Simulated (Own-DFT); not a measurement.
# How strain changes the stress of 4H SiC, 72 atoms (C36Si36)

All numbers below are calculated, not measured. They come from Own-DFT, an in-house plane-wave density functional program, since retired, whose code no person has reviewed. Each row is one single-point run on a periodic cell that was not relaxed, without spin or spin-orbit coupling.

Settings of every run: PBE; PseudoDojo norm-conserving scalar-relativistic files; cutoff 42 hartree; 4 x 4 x 3 k mesh centred on Gamma; Fermi-Dirac smearing of 0.1 eV.

Known limits: forces on such cells passed a denser k mesh, each cell not checked; stress not checked against mesh or cutoff.

Unstrained cell vectors in Å: (9.248, 0.000, 0.000); (-4.624, 8.009, 0.000); (0.000, 0.000, 10.068). The unstrained cell has measured lattice constants (interpolated for alloys), not those of this functional. That, the random moves and any unrelaxed bonds set the pressure at no strain. Each run strains this cell uniformly, with the atoms carried along. Every atom was also moved at random, by a Gaussian of width 0.05 Å on each axis. Strain is the symmetric tensor, in per cent. Stress is positive in tension, and the pressure is minus a third of its trace.

```
run  e_xx (%)  e_yy (%)  e_zz (%)  e_yz (%)  e_xz (%)  e_xy (%)  s_xx (GPa)  s_yy (GPa)  s_zz (GPa)  s_yz (GPa)  s_xz (GPa)  s_xy (GPa)  P (GPa)  E (meV/atom)
  1      0.54      1.23      0.64      0.36     -0.49     -1.59       -2.68        2.97       -0.67        1.73       -1.30       -8.25     0.12          27.2
  2      0.35      0.92      1.64      0.87     -0.46      1.33       -1.88       -0.02        4.85        3.00       -1.75        7.05    -0.98          14.0
  3      0.85      0.50     -1.21      1.98     -1.10     -0.01       -0.86       -1.51      -12.68        6.60       -2.35       -0.69     5.02          30.1
  4     -1.65     -0.32      0.82      1.84     -0.84      1.82      -17.74       -7.49       -2.21        7.53       -3.44        9.45     9.15          58.7
  5     -0.82      0.24     -1.93     -1.63     -1.62      0.56       -9.54       -4.99      -18.74       -5.39       -5.95        2.07    11.09          36.2
  6     -1.25      1.06     -0.25     -0.03     -1.64     -0.35      -10.31        0.57       -7.31        0.21       -4.84       -1.70     5.68           0.0
  7     -0.99     -0.06     -0.71     -1.20     -1.97     -0.89      -10.80       -5.64      -13.08       -3.93       -7.39       -3.97     9.84          38.8
  8     -1.29      0.25      0.46      1.25     -0.77      1.61      -11.22       -6.09       -3.33        4.30       -1.91        8.66     6.88          36.7
  9     -0.51     -0.94     -1.98     -1.39      0.67      1.66       -9.95      -11.93      -20.19       -5.44        2.70        7.94    14.02          57.4
 10     -0.82     -0.91     -1.48     -0.23     -0.34     -1.51      -12.12      -11.73      -16.77        0.53       -0.67       -8.23    13.54          52.3
 11      1.89     -1.09      0.35     -0.48      1.94     -1.73        5.34       -9.45       -5.03       -1.59        5.88       -7.11     3.05          35.1
 12     -1.21      1.15     -1.74     -0.59     -0.56     -1.43      -11.70       -0.10      -17.74       -2.25       -1.80       -6.70     9.85          38.2
 13     -1.87     -1.69      1.88     -1.95      1.39     -1.67      -18.21      -15.10        3.33       -5.58        5.23       -8.32     9.99          63.9
 14     -0.46     -0.51      1.40      0.91      1.16     -0.80       -7.79       -7.51        1.74        2.70        3.98       -4.15     4.52          27.9
 15      1.11     -1.08      1.57     -1.50      1.19     -0.64       -0.72       -7.45        2.77       -4.35        4.18       -2.35     1.80          21.7
 16     -0.48     -0.19     -0.14      0.25      0.66     -0.05       -9.45       -5.84       -6.37        0.36        2.01        0.62     7.22          23.4
 17     -0.98      1.46      0.62      1.95      1.18     -0.78           ?           ?           ?           ?           ?           ?        ?             ?
```

E is the free energy for each atom above the lowest run shown.

## Worked fit

Each stress component was fitted by least squares to a constant and the strains of the runs shown, as fractions, with shears doubled. Shear strains stay in the fit of a normal stress only where such slopes are resolved. The slopes, in GPa:

```
stress  at no strain  per e_xx  per e_yy  per e_zz  scatter
  s_xx          -5.6  580 ± 29  114 ± 35    8 ± 24     1.20
  s_yy          -4.8   98 ± 22  550 ± 26   42 ± 18     0.89
  s_zz          -6.4   41 ± 18   98 ± 22  640 ± 15     0.74
```

Each shear stress against twice its own strain: yz 173 ± 7, xz 174 ± 14, xy 253 ± 8 GPa. These are stiffnesses along x, y and z of the frame in which the cell vectors are given, which need not be the crystal's axes. The atoms are held to the strained lattice; where symmetry lets them move under strain, relaxing them would lower some slopes. The table should be nearly symmetric about its diagonal, and what it lacks of that shows the noise. A ninth of its sum, 241 ± 6 GPa, estimates the bulk modulus near the mean pressure of these runs, 6.9 GPa, so it lies above the value at zero pressure.

## Withheld run

Question: what normal stresses and pressure should run 17 give?

The fit gives s_xx = -9.5, s_yy = 2.6, s_zz = -1.5 and P = 2.8 GPa. The calculation gave -10.44, 1.35, -2.27 and P = 3.79 GPa.
